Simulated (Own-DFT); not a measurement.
# Computed records: GaP (zincblende, strained, atoms displaced), SiC (4H silicon carbide, atoms displaced), GaP (zincblende, atoms displaced), SiC (2H silicon carbide, atoms displaced)

Computed with Own-DFT development build. A calculation, not a measurement: plane-wave PBE density functional theory by an unreviewed code, no spin, of a simulated periodic cell, stress positive in tension, free energy of the whole cell less one offset for each atom, forces on such cells passed a denser k mesh, this cell's mesh not checked; offsets are fitted by least squares, one for each functional and potential file, so energies compare only between cells with the same atoms and settings and are not formation energies; the far tail of each file's local potential was reset to the Coulomb form; each entry is a single point on an unrelaxed cell, so the pressure reflects the starting lattice, mostly measured values (interpolated for alloys), from which strain is counted, and rises with the displacements; printed positions are rounded, which can move forces by about a meV/angstrom; the program, named Own-DFT, is a retired in-house code; no spin-orbit coupling.

Common to all runs: functional PBE; potential files PseudoDojo norm-conserving, scalar-relativistic, standard set; wave cutoff 42 hartree; occupations Fermi-Dirac; smearing width 0.1 eV.

(1) GaP (zincblende, strained, atoms displaced)

```
GaP
1.0
     10.8620     0.0000     0.0000
      0.0000    10.8620     0.0000
      0.0000     0.0000    10.9361
Ga P Ga P Ga P Ga P Ga P Ga P Ga P Ga P
4 4 4 4 4 4 4 4 4 4 4 4 4 4 4 4
Direct
  0.00606 0.00667 0.99886
  0.00495 0.25001 0.24571
  0.24670 0.99866 0.24535
  0.25301 0.25789 0.99918
  0.12845 0.11804 0.11861
  0.13119 0.36794 0.37020
  0.37077 0.12896 0.37129
  0.37206 0.37768 0.12261
  0.00623 0.00792 0.50072
  0.00304 0.25139 0.75235
  0.25218 0.00115 0.75241
  0.24324 0.25127 0.50404
  0.12316 0.12261 0.62568
  0.12577 0.37382 0.87401
  0.37280 0.12023 0.87346
  0.37688 0.36999 0.62257
  0.00151 0.49557 0.99697
  0.00217 0.75580 0.24235
  0.24445 0.50056 0.24770
  0.24986 0.75158 0.00014
  0.12988 0.62864 0.11778
  0.12324 0.87915 0.37031
  0.37589 0.62534 0.38373
  0.36976 0.87220 0.12111
  0.99603 0.48831 0.48939
  0.00207 0.74932 0.74233
  0.25539 0.50782 0.74776
  0.24740 0.75132 0.50228
  0.12450 0.62296 0.62135
  0.12054 0.87606 0.87239
  0.37536 0.62538 0.88353
  0.37389 0.87953 0.62962
  0.50220 0.00410 0.00128
  0.49666 0.24617 0.25277
  0.75085 0.99350 0.25456
  0.75053 0.25774 0.00347
  0.63046 0.12442 0.12204
  0.63048 0.37084 0.36934
  0.87189 0.12190 0.37558
  0.87930 0.36984 0.13069
  0.49679 0.99341 0.49747
  0.49519 0.24526 0.74796
  0.74983 0.00069 0.74293
  0.74431 0.25326 0.50614
  0.62279 0.11727 0.62202
  0.62749 0.36550 0.87343
  0.87600 0.12409 0.87280
  0.87813 0.37124 0.62335
  0.50119 0.50238 0.99952
  0.49239 0.74403 0.26207
  0.74611 0.50671 0.25306
  0.74610 0.75550 0.99640
  0.61950 0.61726 0.12197
  0.63781 0.86833 0.38143
  0.88034 0.62623 0.37857
  0.87750 0.87197 0.12249
  0.51106 0.49747 0.50135
  0.49983 0.74951 0.74882
  0.74729 0.49644 0.75070
  0.74887 0.74312 0.50696
  0.63449 0.63302 0.62686
  0.62960 0.87755 0.87795
  0.87569 0.61778 0.87782
  0.87912 0.87550 0.62025
```

Settings of this run: hardware one NVIDIA H100 and k mesh 3 x 3 x 3 centred on Gamma.

Results for GaP (zincblende, strained, atoms displaced): free energy of cell above offsets -33.858 eV; pressure 3.41 GPa; stress xx -3.58 GPa; stress yy -3.51 GPa; stress zz -3.14 GPa; stress yz 0.6 GPa; stress xz -0.79 GPa; stress xy -0.31 GPa; wall time 502.2 s.

Force:
```
element  x (eV/Å)  y (eV/Å)  z (eV/Å)
     Ga    -1.101    -0.897    -0.504
     Ga    -0.157    -1.276     0.349
     Ga     0.563    -0.007     0.188
     Ga    -0.249    -1.042    -0.222
      P     0.298     1.576     0.516
      P    -0.608     0.542     0.068
      P     -0.18    -0.919     0.686
      P      0.71     0.012     0.582
     Ga    -0.902    -0.808    -0.715
     Ga    -0.333    -0.399    -0.106
     Ga    -0.757    -0.257    -0.078
     Ga     0.668    -0.506    -0.126
      P     0.647      0.59      0.63
      P     0.523     0.525    -0.427
      P     0.281     0.862     0.628
      P     0.018     0.885     0.174
     Ga    -0.085     0.037     0.618
     Ga     0.134    -0.772     0.515
     Ga     0.703     0.465      0.13
     Ga    -0.264     0.433    -0.742
      P    -0.912    -0.638     0.693
      P     0.241    -0.318     0.602
      P     -0.66    -0.978     0.086
      P     1.187     0.392     0.813
     Ga     0.636     0.352     0.478
     Ga     -0.46    -0.248     0.688
     Ga    -0.154    -0.648     0.147
     Ga     0.007     0.416    -0.134
      P    -0.201     -0.47    -0.302
      P     0.514    -0.329    -0.022
      P     0.218     0.258     -1.19
      P    -0.039    -0.749    -0.461
     Ga    -0.209    -0.507     0.021
     Ga      0.42     0.339      -0.9
     Ga     0.323     0.276    -0.687
     Ga     0.705     -0.95    -0.169
      P    -0.392      0.02     0.847
      P    -0.578     0.285     0.468
      P     0.402     0.811     0.104
      P    -0.411     1.293     -0.35
     Ga      0.21     0.339    -0.501
     Ga     0.458    -0.396       0.1
     Ga     0.539    -0.349     0.553
     Ga     0.487    -0.785    -0.462
      P    -0.419     0.728    -0.025
      P     -0.94     0.894    -0.222
      P    -0.326     0.377     0.194
      P    -0.355     0.269     0.335
     Ga     -0.08     -1.24    -0.445
     Ga     0.935     0.766    -1.184
     Ga     0.885    -0.313    -0.308
     Ga     0.641    -1.228     0.622
      P     0.578     1.547     0.728
      P    -1.745     0.023    -0.549
      P    -0.382     0.211    -0.746
      P    -0.417     0.782    -0.346
     Ga    -0.252     0.037    -0.023
     Ga     0.055     0.268     0.659
     Ga     0.595    -0.006      0.06
     Ga     1.814     0.936    -0.868
      P    -1.592    -1.747     0.934
      P    -0.859     0.309     -0.98
      P    -0.239     0.854    -0.525
      P    -0.139     0.073     0.105
```

(2) SiC (4H silicon carbide, atoms displaced)

```
SiC
1.0
      6.1654     0.0000     0.0000
     -3.0827     5.3394     0.0000
      0.0000     0.0000    10.0681
Si C Si C Si C Si C Si C Si C Si C Si C
2 2 2 2 2 2 2 2 2 2 2 2 2 2 2 2
Direct
  0.99854 0.01068 0.38757
  0.16880 0.35096 0.16312
  0.99465 0.98391 0.09975
  0.19437 0.37832 0.35234
  0.98582 0.48814 0.39795
  0.18744 0.85699 0.15665
  0.00059 0.49088 0.08584
  0.13175 0.82762 0.32639
  0.51562 0.03422 0.41791
  0.64727 0.29093 0.16295
  0.47834 0.98505 0.08365
  0.66511 0.33219 0.34512
  0.49631 0.49618 0.40522
  0.67760 0.79099 0.14889
  0.48285 0.48811 0.11095
  0.66990 0.82963 0.33965
  0.99243 0.98545 0.89417
  0.83656 0.67953 0.63662
  0.03878 0.03620 0.59161
  0.82996 0.68124 0.85310
  0.00881 0.51819 0.91664
  0.86003 0.17084 0.66086
  0.99783 0.47436 0.60291
  0.87197 0.18849 0.83582
  0.47310 0.00858 0.91657
  0.35120 0.68566 0.67166
  0.50922 0.99547 0.58896
  0.32830 0.63844 0.84209
  0.51660 0.52056 0.89895
  0.33387 0.18588 0.66141
  0.51349 0.51785 0.59813
  0.35348 0.20896 0.84722
```

Settings of this run: hardware one NVIDIA H100 and k mesh 5 x 5 x 3 centred on Gamma.

The calculation gives: free energy of cell above offsets 5.700 eV; pressure 12.38 GPa; stress xx -11.97 GPa; stress yy -11.08 GPa; stress zz -14.08 GPa; stress yz 1.42 GPa; stress xz -1.13 GPa; stress xy -3.72 GPa; wall time 120.4 s.

Force:
```
element  x (eV/Å)  y (eV/Å)  z (eV/Å)
     Si     0.335     0.832     2.137
     Si    -0.527    -2.299     -0.56
      C     0.231     2.527    -2.286
      C    -2.545     -4.45    -2.738
     Si     0.909     3.371     2.856
     Si    -2.542    -3.802    -1.211
      C    -1.422     0.369     4.455
      C     2.934     0.319     4.251
     Si     0.129    -5.488    -2.587
     Si     0.024     3.301    -2.057
      C     3.638     0.371     3.423
      C    -0.644     0.139    -0.548
     Si     1.795     3.281     1.814
     Si    -2.233     4.336     2.521
      C     2.702    -2.891    -3.647
      C    -1.594     1.148      0.35
     Si    -0.165      6.01     3.421
     Si     3.131     0.051     2.409
      C    -2.114    -4.026    -2.173
      C     3.093    -2.629    -2.985
     Si     0.191    -2.326    -4.331
     Si     -2.45    -1.529    -0.779
      C    -1.252     5.678    -2.779
      C    -2.775    -1.161     3.118
     Si     3.226     0.217    -5.392
     Si     -1.14    -1.403    -4.597
      C    -0.668     1.411     3.704
      C    -2.812     4.497     2.628
     Si    -0.669    -0.784     3.756
     Si     4.231     0.814    -0.004
      C    -1.047    -0.855    -1.364
      C     0.029     -5.03    -0.805
```

(3) GaP (zincblende, atoms displaced)

```
GaP
1.0
     10.9010     0.0000     0.0000
      0.0000    10.9010     0.0000
      0.0000     0.0000    10.9010
Ga P Ga P Ga P Ga P Ga P Ga P Ga P Ga P
4 4 4 4 4 4 4 4 4 4 4 4 4 4 4 4
Direct
  0.99945 0.99869 0.98597
  0.01433 0.25189 0.24732
  0.23607 0.99635 0.24958
  0.24948 0.26988 0.01279
  0.12960 0.12874 0.11268
  0.12139 0.37692 0.39051
  0.38060 0.13078 0.37254
  0.37325 0.39040 0.11806
  0.99784 0.00929 0.49462
  0.01223 0.26310 0.74808
  0.23486 0.99209 0.74956
  0.24178 0.25335 0.49530
  0.11528 0.13513 0.61506
  0.13382 0.38177 0.87828
  0.36959 0.12658 0.87208
  0.37376 0.37201 0.63895
  0.00399 0.51444 0.99943
  0.99807 0.75364 0.25132
  0.25045 0.49889 0.25508
  0.24251 0.74746 0.99195
  0.12157 0.60472 0.13632
  0.13923 0.87031 0.36489
  0.35867 0.61541 0.38017
  0.39069 0.86664 0.12495
  0.99406 0.48507 0.48939
  0.00325 0.75334 0.76251
  0.24924 0.50024 0.76292
  0.25073 0.74995 0.49187
  0.12497 0.62802 0.62320
  0.12908 0.88334 0.87701
  0.38141 0.61777 0.87077
  0.37671 0.86477 0.61478
  0.50613 0.98189 0.01050
  0.48768 0.26285 0.25555
  0.72731 0.98955 0.25153
  0.75149 0.25570 0.98425
  0.63311 0.13694 0.11775
  0.61381 0.36920 0.36965
  0.86315 0.11197 0.37516
  0.87691 0.38668 0.13687
  0.50508 0.99559 0.50199
  0.49964 0.25477 0.76471
  0.76324 0.01066 0.73964
  0.77153 0.25123 0.50841
  0.62555 0.11442 0.62775
  0.62088 0.37568 0.87026
  0.88002 0.12820 0.87919
  0.87280 0.36323 0.61546
  0.48397 0.51870 0.00054
  0.49083 0.75873 0.23447
  0.72869 0.50224 0.25884
  0.75200 0.74078 0.00040
  0.62823 0.63131 0.12739
  0.62470 0.88674 0.36686
  0.87240 0.63644 0.39015
  0.87079 0.88265 0.12643
  0.51076 0.50262 0.50093
  0.49591 0.75762 0.74897
  0.75022 0.49304 0.74196
  0.75988 0.75218 0.50687
  0.64272 0.61917 0.60849
  0.63399 0.87556 0.87925
  0.86492 0.63735 0.86617
  0.88119 0.86765 0.62262
```

Here we set k mesh 3 x 3 x 3 centred on Gamma.

The calculation gives: free energy of cell above offsets -25.213 eV; pressure 5.14 GPa; stress xx -5.08 GPa; stress yy -5.06 GPa; stress zz -5.27 GPa; stress yz 0.96 GPa; stress xz -0.48 GPa; stress xy -0.61 GPa.

Force:
```
element  x (eV/Å)  y (eV/Å)  z (eV/Å)
     Ga    -0.461     0.443     1.929
     Ga    -1.444    -0.373     0.336
     Ga      2.53     1.682    -1.432
     Ga     0.337     -1.85    -1.522
      P    -0.404    -0.527     0.722
      P     1.244    -0.772    -3.136
      P    -1.508    -1.008     0.489
      P     0.432    -0.438     1.703
     Ga     0.099    -1.415    -0.082
     Ga    -0.723    -0.711     0.553
     Ga     2.103     2.127    -1.968
     Ga     2.139    -0.563     1.095
      P     0.879    -1.221     0.962
      P    -1.799    -0.104      0.59
      P    -0.217    -0.776     1.191
      P     0.112     0.467    -1.317
     Ga    -1.677    -1.208     -0.82
     Ga    -0.207     -0.46    -0.225
     Ga    -0.353    -1.108      0.22
     Ga     1.066    -0.832     1.379
      P     0.197     3.119    -0.519
      P    -2.411    -0.086     1.474
      P     2.701     0.788    -0.314
      P    -5.478       2.4    -2.194
     Ga     -1.22     2.771     1.863
     Ga      0.26    -0.157    -1.479
     Ga     0.339     0.539    -2.223
     Ga    -0.395    -0.498     0.887
      P    -0.349    -0.592     0.581
      P    -0.877    -1.758     0.518
      P    -1.643     2.782    -1.344
      P    -0.687     1.186     0.607
     Ga     0.735     2.697    -1.441
     Ga     0.338    -1.014    -2.172
     Ga     2.968     3.472     -3.04
     Ga     0.452      0.52     1.672
      P    -1.375    -0.665     0.677
      P     1.556      0.35     1.937
      P     0.688     1.131    -1.194
      P    -0.281    -0.371    -1.031
     Ga    -0.473     0.614    -0.283
     Ga    -0.544    -1.662    -1.574
     Ga     0.009     -1.22     0.831
     Ga    -4.138     -3.51    -3.024
      P    -0.148     2.044    -0.079
      P     0.593      1.66     1.067
      P     0.306     0.716    -1.728
      P     2.523     3.327     3.409
     Ga     3.118     -1.28     1.303
     Ga     2.729    -3.408     4.232
     Ga     1.723     0.256    -0.031
     Ga    -0.193     1.522     0.504
      P    -1.103    -0.538    -0.197
      P    -2.426     -4.16     2.939
      P     0.831    -1.817    -2.336
      P     0.475    -0.679    -0.413
     Ga    -1.675    -0.804    -0.069
     Ga      1.51    -0.741     0.157
     Ga     0.088     0.148     0.116
     Ga    -1.326     1.323     -0.62
      P    -1.538     0.744     1.811
      P    -0.054    -0.102    -1.045
      P     1.118    -2.056     0.224
      P      0.93     1.654     0.874
```

(4) SiC (2H silicon carbide, atoms displaced)

```
SiC
1.0
      9.2481     0.0000     0.0000
     -4.6241     8.0091     0.0000
      0.0000     0.0000    10.0681
Si C Si C Si C Si C Si C Si C Si C Si C Si C Si C Si C Si C Si C Si C Si C Si C Si C Si C
2 2 2 2 2 2 2 2 2 2 2 2 2 2 2 2 2 2 2 2 2 2 2 2 2 2 2 2 2 2 2 2 2 2 2 2
Direct
  0.00383 0.99970 0.99636
  0.10445 0.21604 0.25228
  0.99471 0.00245 0.18175
  0.09989 0.22392 0.44261
  0.00235 0.00338 0.50662
  0.11204 0.22507 0.74649
  0.99439 0.99444 0.67883
  0.12280 0.22745 0.93104
  0.00684 0.34094 0.99749
  0.11159 0.54739 0.24017
  0.01781 0.33819 0.18807
  0.10258 0.54880 0.43684
  0.01300 0.34229 0.49636
  0.09964 0.56221 0.75433
  0.99532 0.33638 0.69441
  0.11008 0.55608 0.95088
  0.98625 0.66315 0.00151
  0.09747 0.88318 0.24880
  0.00159 0.66404 0.19616
  0.11287 0.90069 0.43756
  0.00924 0.65704 0.51132
  0.11658 0.89563 0.75872
  0.00351 0.68533 0.68680
  0.10441 0.88806 0.93483
  0.32622 0.00441 0.00092
  0.43313 0.21152 0.25675
  0.32030 0.98379 0.19225
  0.43309 0.20289 0.43051
  0.33348 0.99968 0.49690
  0.44376 0.22416 0.75670
  0.34258 0.00205 0.69018
  0.44392 0.22593 0.94125
  0.32988 0.33692 0.01143
  0.44079 0.54593 0.25330
  0.33015 0.33634 0.18651
  0.45536 0.56430 0.43496
  0.34184 0.31900 0.50694
  0.45256 0.55292 0.74314
  0.33669 0.32447 0.69255
  0.44841 0.56061 0.94302
  0.32865 0.66910 0.00050
  0.45358 0.88873 0.24949
  0.33474 0.66529 0.18152
  0.44707 0.89182 0.43948
  0.31599 0.64930 0.50526
  0.45170 0.88900 0.76313
  0.33244 0.66512 0.66960
  0.44508 0.87888 0.93904
  0.67753 0.00360 0.00242
  0.78050 0.23753 0.25640
  0.67096 0.01689 0.18651
  0.78404 0.23496 0.43368
  0.66506 0.00194 0.48809
  0.76570 0.20871 0.76418
  0.66160 0.99768 0.69887
  0.76589 0.22338 0.93653
  0.66953 0.32996 0.99599
  0.78329 0.55447 0.24826
  0.66552 0.33358 0.18918
  0.77066 0.54660 0.43809
  0.66045 0.33677 0.49149
  0.77541 0.55365 0.75370
  0.66013 0.33807 0.68794
  0.76565 0.54529 0.93972
  0.66523 0.66945 0.00628
  0.78210 0.88433 0.25383
  0.66027 0.66014 0.18363
  0.79370 0.88517 0.44106
  0.67608 0.67983 0.50368
  0.77375 0.88288 0.75040
  0.65583 0.67166 0.67676
  0.78175 0.88207 0.93643
```

Settings of this run: hardware one NVIDIA H100 and k mesh 4 x 4 x 3 centred on Gamma.

Results for SiC (2H silicon carbide, atoms displaced): free energy of cell above offsets -2.703 eV; pressure 6.52 GPa; stress xx -2.62 GPa; stress yy -5.66 GPa; stress zz -11.27 GPa; stress yz -0.05 GPa; stress xz 0.74 GPa; stress xy -0.04 GPa; wall time 351.8 s.

Force:
```
element  x (eV/Å)  y (eV/Å)  z (eV/Å)
     Si    -1.334     1.099    -0.102
     Si     1.115     0.663     0.508
      C     0.961    -0.787     0.471
      C      3.89    -1.014    -0.953
     Si     0.596      0.27    -2.207
     Si    -0.328    -0.374    -0.233
      C     0.287     1.025     4.386
      C     -1.88    -0.827     1.231
     Si     0.054    -2.305     0.394
     Si      0.32     2.705     1.784
      C    -2.986    -1.654    -1.156
      C     1.626     1.218    -1.393
     Si    -3.491    -1.559     2.536
     Si     2.411    -0.548    -0.275
      C     -0.08     -0.15    -0.554
      C    -1.621     1.296    -2.511
     Si     1.263     0.208     0.665
     Si     1.415     0.866     1.124
      C    -0.687    -0.281    -1.972
      C     0.819    -2.126      0.15
     Si    -3.784      2.05    -2.807
     Si    -0.047     0.989    -3.304
      C     0.098    -2.383      2.19
      C     1.057    -0.701     1.822
     Si     1.802     -0.94     0.595
     Si     0.448      0.29    -3.703
      C     0.174     1.624    -1.037
      C     0.605     3.058     2.063
     Si     0.296    -2.247     1.418
     Si     1.306    -1.119    -0.252
      C    -0.933    -0.166     0.514
      C    -0.191    -0.357     0.706
     Si     1.438     0.584    -3.147
     Si      -0.4     1.916    -0.564
      C     0.479    -2.302     2.612
      C    -0.783    -1.817     1.212
     Si    -2.493      2.05    -1.189
     Si    -3.169    -0.388     1.381
      C    -1.511     1.049    -1.098
      C    -0.818    -0.633    -1.439
     Si     1.925    -0.719      0.07
     Si    -1.734    -0.443     0.026
      C     0.469     0.127     2.049
      C    -0.313    -1.598     -0.94
     Si     2.185     2.148     -5.24
     Si    -1.588    -1.153    -3.524
      C    -0.386    -0.201     7.959
      C    -0.932      2.32     1.534
     Si    -1.239    -0.918    -0.223
     Si     1.447    -1.141    -2.052
      C     1.573     -1.34     0.924
      C     0.142    -1.213     1.913
     Si     1.249     0.463     2.183
     Si     0.157     2.317    -4.536
      C     1.463     0.029     -1.87
      C     3.883    -0.917     2.086
     Si    -3.165     0.176     2.396
     Si    -1.821      -0.3     0.935
      C    -0.672    -0.013    -0.601
      C      0.51     2.814    -0.015
     Si     0.926    -1.668     1.957
     Si    -0.761     0.809    -1.416
      C      1.24    -0.819    -0.187
      C     0.539     1.823     -0.29
     Si     -0.04    -1.009    -1.453
     Si    -1.643     0.209    -0.723
      C     1.063     0.886     2.183
      C    -2.885     1.856    -1.431
     Si      0.14    -2.987     -2.46
     Si    -0.168     1.049    -0.569
      C     2.944     -0.19      3.12
      C    -0.431     1.322     0.329
```
